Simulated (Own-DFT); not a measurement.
# Bulk modulus against bond length in tetrahedral crystals

Calculated, not measured: single-point runs of Own-DFT, a retired in-house plane-wave DFT program that no person has reviewed, on unrelaxed cells, without spin or spin-orbit coupling.

Keep in mind (not all hold for every row): forces on such cells moved up to 12 meV/angstrom on a denser k mesh; forces not confirmed at this smearing and k mesh; k mesh not checked against a denser one; forces on such cells passed a denser k mesh, each cell not checked; stress not checked against mesh or cutoff.

All runs are PBE with PseudoDojo norm-conserving files; cutoff and k mesh are each material's own. Every cell starts from measured lattice constants and was given uniform random strains and small random moves of its atoms. Each triple is the change of volume in per cent, the rms move u in Å and the pressure in GPa.

- wurtzite AlN (Al36N36), 10.45 Å³/atom unstrained: (-3.17, 0.045, 12.77); (-2.27, 0.054, 10.76); (-1.35, 0.051, 8.17); (-0.73, 0.050, 7.46); (-0.55, 0.046, 6.84); (0.93, 0.051, 4.39); (2.11, 0.052, 1.65)
- wurtzite GaN (Ga48N48), 11.42 Å³/atom unstrained: (-3.18, 0.048, 14.48); (-1.51, 0.049, 11.22); (-0.29, 0.052, 8.50); (0.05, 0.047, 7.40); (0.06, 0.052, 7.76); (1.10, 0.048, 5.59); (2.69, 0.049, 2.37)
- diamond silicon (Si64), 20.02 Å³/atom unstrained: (-2.81, 0.051, 5.68); (-2.66, 0.052, 5.36); (-0.87, 0.050, 3.40); (0.18, 0.045, 2.46); (0.29, 0.049, 2.43); (0.78, 0.053, 2.21); (1.11, 0.053, 1.57)
- zincblende GaP (Ga32P32), 20.24 Å³/atom unstrained: withheld
- zincblende InP (In48P48), 25.27 Å³/atom unstrained: (-3.25, 0.048, 6.33); (-2.96, 0.053, 6.16); (-2.84, 0.052, 6.07); (-1.27, 0.047, 4.65); (-0.79, 0.051, 4.35); (-0.19, 0.049, 3.81); (1.67, 0.052, 2.50)
- grey tin (Sn64), 34.15 Å³/atom unstrained: (-1.72, 0.047, 4.79); (-0.82, 0.056, 4.37); (0.61, 0.048, 3.40); (0.65, 0.049, 3.32); (0.84, 0.051, 3.18); (1.31, 0.047, 3.16); (1.61, 0.050, 2.96)

## Worked fit

Fit a line to each set against the fractional change of volume; B is minus its slope, and u is nearly the same within a set. To take it to zero pressure, assume that B rises by 4 GPa for each GPa: B0 = B - 4 x (mean pressure). The bond length of an ideal tetrahedral crystal with the unstrained volume v is d = (√3/4)(8 v)^(1/3). Cohen's empirical rule reads B0 = (1971 - 220 L) d^(-3.5) GPa, with L = 0 for group IV crystals and SiC and 1 for III-V compounds.

```
material,L,d (Å),B (GPa),mean P (GPa),B0 (GPa),rule (GPa)
wurtzite AlN (Al36N36),1,1.893,205 ± 8,7.4,176 ± 8,188
wurtzite GaN (Ga48N48),1,1.950,208 ± 4,8.2,176 ± 4,169
diamond silicon (Si64),0,2.352,100 ± 4,3.3,87 ± 4,99
zincblende GaP (Ga32P32),1,2.360,?,?,?,87
zincblende InP (In48P48),1,2.541,80 ± 2,4.8,61 ± 2,67
grey tin (Sn64),0,2.810,58 ± 4,3.6,43 ± 4,53
```

A line through ln[B0/(1971 - 220 L)] against ln d has a slope of -3.9 ± 0.2 and a scatter of 6 %. Against the rule, B0 stands at 94 % for wurtzite AlN, 104 % for wurtzite GaN, 88 % for diamond silicon, 90 % for zincblende InP, 82 % for grey tin. PBE tends to make silicon and heavier crystals too soft, and the rule itself is only a guide.

## Test on the hidden row

Question: what B0 does the fitted trend give for zincblende GaP (Ga32P32)?

The line gives 78 GPa. Its own runs give B = 85 ± 2 GPa at a mean pressure of 2.7 GPa, so B0 = 74 GPa.
